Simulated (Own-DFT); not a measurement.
# Stretching a layer in its plane: wurtzite GaN, 72 atoms (Ga36N36)

The numbers are computed, not measured, by runs of the plane-wave DFT program Own-DFT (in-house, retired, unreviewed) at fixed positions, with no spin and no spin-orbit coupling.

Method: PBE; PseudoDojo norm-conserving scalar-relativistic files; cutoff 42 hartree; 4 x 4 x 3 k mesh centred on Gamma; Fermi-Dirac smearing of 0.1 eV.

Caveats: forces not confirmed at this smearing and k mesh; stress not checked against mesh or cutoff.

Unstrained cell vectors in Å: (9.567, 0.000, 0.000); (-4.784, 8.285, 0.000); (0.000, 0.000, 10.370). The unstrained cell has measured lattice constants (interpolated for alloys), not those of this functional. That, the random moves and any unrelaxed bonds set the pressure at no strain. Each run strains x and y alike by e, as a substrate would, and holds the height along z. Random moves of width 0.05 Å per axis were added to every atom. Stress is positive in tension.

```
e (%),u (Å),(s_xx + s_yy)/2 (GPa),s_zz (GPa)
-3.00,0.049,-25.93,-13.53
-2.75,0.052,-23.67,-13.75
-1.00,0.052,-13.52,-9.08
-0.75,0.050,-12.11,-8.15
-0.25,0.047,-8.83,-7.46
0.50,0.052,?,?
1.25,0.053,-1.25,-6.60
2.00,0.049,2.26,-5.97
2.25,0.050,3.59,-4.96
3.00,0.050,5.75,-2.67
```

## Working it out

With e as a fraction, the in-plane stress is -7.6 + 533 e - 2369 e² GPa (errors 6 and 376, scatter 0.39), and s_zz is -8.2 + 165 e GPa (slope ± 16, scatter 0.97). At e = 0 the first slope is C11 + C12 and the second 2 C13, both with the ions held to the strained lattice and at the cell's own pressure. The term in e² is negative: the layer stiffens under compression and softens under tension. A free layer would change its height as e changes, and the in-plane slope would drop by 2 C13²/C33 to the biaxial modulus. At fixed height, a misfit of 1 % moves the in-plane stress by about 5.3 GPa and s_zz by 1.6 GPa.

## The run left out

The question: what are the two stresses at e = 0.50 %?

The fitted form gives -5.0 and -7.3 GPa. Computed: -4.98 and -8.22 GPa.
